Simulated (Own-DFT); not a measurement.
## Calculated data, GaP (zincblende, strongly disordered by large displacements)

Computed with Own-DFT development build. A calculation, not a measurement: plane-wave PBE density functional theory by an unreviewed code, no spin, of a simulated periodic cell, stress positive in tension, free energy of the whole cell less one offset for each atom, forces on such cells passed a denser k mesh, this cell's mesh not checked; broken bonds can close the gap or carry spin, so checks made on this kind of crystal may not hold here; offsets are fitted by least squares, one for each functional and potential file, so energies compare only between cells with the same atoms and settings and are not formation energies; the far tail of each file's local potential was reset to the Coulomb form; each entry is a single point on an unrelaxed cell, so the pressure reflects the starting lattice, mostly measured values (interpolated for alloys), from which strain is counted, and rises with the displacements; printed positions are rounded, which can move forces by about a meV/angstrom; the program, named Own-DFT, is a retired in-house code; no spin-orbit coupling.

Entry: GaP (zincblende, strongly disordered by large displacements)

```
GaP
1.0
     10.9010     0.0000     0.0000
      0.0000    10.9010     0.0000
      0.0000     0.0000    10.9010
Ga P Ga P Ga P Ga P Ga P Ga P Ga P Ga P
4 4 4 4 4 4 4 4 4 4 4 4 4 4 4 4
Direct
  0.99500 0.98190 0.00490
  0.97074 0.28730 0.26086
  0.27280 0.03957 0.26077
  0.26657 0.26554 0.99468
  0.13263 0.12164 0.10654
  0.10310 0.38745 0.34613
  0.39417 0.15687 0.38686
  0.36890 0.36834 0.10909
  0.01045 0.99311 0.49627
  0.00929 0.23188 0.77887
  0.24489 0.00370 0.75765
  0.24715 0.22528 0.52623
  0.11810 0.10753 0.65262
  0.10379 0.37469 0.89522
  0.35317 0.12508 0.90839
  0.37236 0.36100 0.65844
  0.99874 0.51448 0.00686
  0.98227 0.71385 0.25462
  0.21718 0.51008 0.24371
  0.27729 0.76764 0.99995
  0.12059 0.62897 0.12189
  0.11703 0.84644 0.37855
  0.36828 0.65533 0.38739
  0.39688 0.85146 0.11313
  0.98107 0.46052 0.50119
  0.99831 0.73740 0.74714
  0.27433 0.49664 0.74689
  0.25738 0.77727 0.49373
  0.12403 0.63785 0.60660
  0.10684 0.87714 0.88567
  0.40529 0.63292 0.89148
  0.39699 0.88987 0.61874
  0.49314 0.01926 0.97318
  0.48968 0.23347 0.21394
  0.78510 0.95899 0.26414
  0.74695 0.27933 0.97550
  0.61784 0.11229 0.11604
  0.62042 0.37769 0.40781
  0.84949 0.13483 0.40082
  0.88903 0.37496 0.11833
  0.51193 0.99529 0.49684
  0.51761 0.28296 0.74128
  0.75519 0.01841 0.74967
  0.75229 0.26983 0.47983
  0.61601 0.14118 0.63908
  0.61726 0.38986 0.90042
  0.86121 0.11929 0.86365
  0.88673 0.35578 0.64061
  0.48846 0.49264 0.97962
  0.52500 0.72549 0.25599
  0.75580 0.47893 0.23976
  0.75594 0.75796 0.00880
  0.61663 0.62817 0.12424
  0.59388 0.88900 0.35667
  0.88262 0.63433 0.38930
  0.87275 0.89462 0.11495
  0.48951 0.51753 0.46188
  0.50480 0.73204 0.72423
  0.73521 0.51670 0.75155
  0.76019 0.75222 0.45708
  0.64154 0.64746 0.63030
  0.60267 0.88024 0.86576
  0.88535 0.59240 0.86984
  0.86199 0.90928 0.64309
```

It was run with functional PBE, potential files PseudoDojo norm-conserving, scalar-relativistic, standard set, wave cutoff 42 hartree, occupations Fermi-Dirac, smearing width 0.1 eV, hardware one NVIDIA H100 and k mesh 3 x 3 x 3 centred on Gamma.

The calculation gives: free energy of cell above offsets 0.195 eV; pressure 10.68 GPa; stress xx -11.75 GPa; stress yy -10.17 GPa; stress zz -10.11 GPa; stress yz -2.12 GPa; stress xz 0.68 GPa; stress xy 4.57 GPa; wall time 562.9 s.

Force:
```
element  x (eV/Å)  y (eV/Å)  z (eV/Å)
     Ga     1.848     4.581    -1.129
     Ga    -0.455    -6.294     0.847
     Ga    -1.389    -2.065    -1.419
     Ga    -5.765         0    -0.883
      P    -0.493     0.617     1.676
      P     2.631     -0.33     4.599
      P    -0.253    -1.056     0.578
      P     1.701     4.229     4.008
     Ga    -1.065     0.068     0.839
     Ga    -0.304     0.944    -0.592
     Ga     2.148    -1.547     1.848
     Ga     0.007     1.134     0.031
      P     -0.74     1.195    -3.068
      P     2.602     0.039    -0.975
      P    -0.379     -1.15    -5.192
      P    -1.908     0.197    -5.046
     Ga     0.912     -1.34     0.946
     Ga     2.653      3.28    -3.127
     Ga     3.585    -0.094     0.208
     Ga     -4.13    -1.718    -2.262
      P     0.271     2.427    -1.536
      P    -1.338     3.076    -2.218
      P         0    -2.237    -3.161
      P     2.492     3.618     3.787
     Ga     1.656     2.573    -0.236
     Ga    -0.293      1.03     0.102
     Ga    -3.305     3.433     2.118
     Ga     0.016     0.286     3.429
      P      0.92    -1.553     0.687
      P     2.696    -2.581    -2.338
      P    -3.518      2.48    -3.883
      P    -2.749    -1.271     1.869
     Ga     2.293    -2.499     2.173
     Ga     0.521     0.951     0.914
     Ga    -3.629     3.582     3.874
     Ga     2.981    -4.322      2.88
      P     2.119     0.291    -0.258
      P    -2.062     1.792    -4.687
      P     4.208    -4.127    -3.775
      P    -2.997     1.086    -3.401
     Ga    -0.044     3.654     1.289
     Ga     2.275    -2.186     2.976
     Ga     -6.04    -0.636    -0.139
     Ga      0.01     0.275     5.685
      P      1.28    -1.035    -1.671
      P     1.312    -0.285     -5.56
      P     2.128     2.526     4.801
      P    -2.019     -0.05     0.641
     Ga    -1.324     0.335     5.282
     Ga    -3.196     1.885     1.245
     Ga    -1.657     1.539     1.059
     Ga    -1.389    -0.737     -1.71
      P     3.084    -3.199    -2.098
      P     3.786    -1.319    -1.343
      P     0.076    -6.292     0.518
      P     0.015    -4.746     0.221
     Ga     0.512    -0.299     3.018
     Ga    -2.476     2.912     2.897
     Ga     0.574    -2.045     0.203
     Ga    -4.233     4.385     3.834
      P     2.071    -1.853    -4.282
      P      2.13    -0.436    -0.477
      P    -1.611     3.585    -0.615
      P     3.245    -4.704    -3.996
```
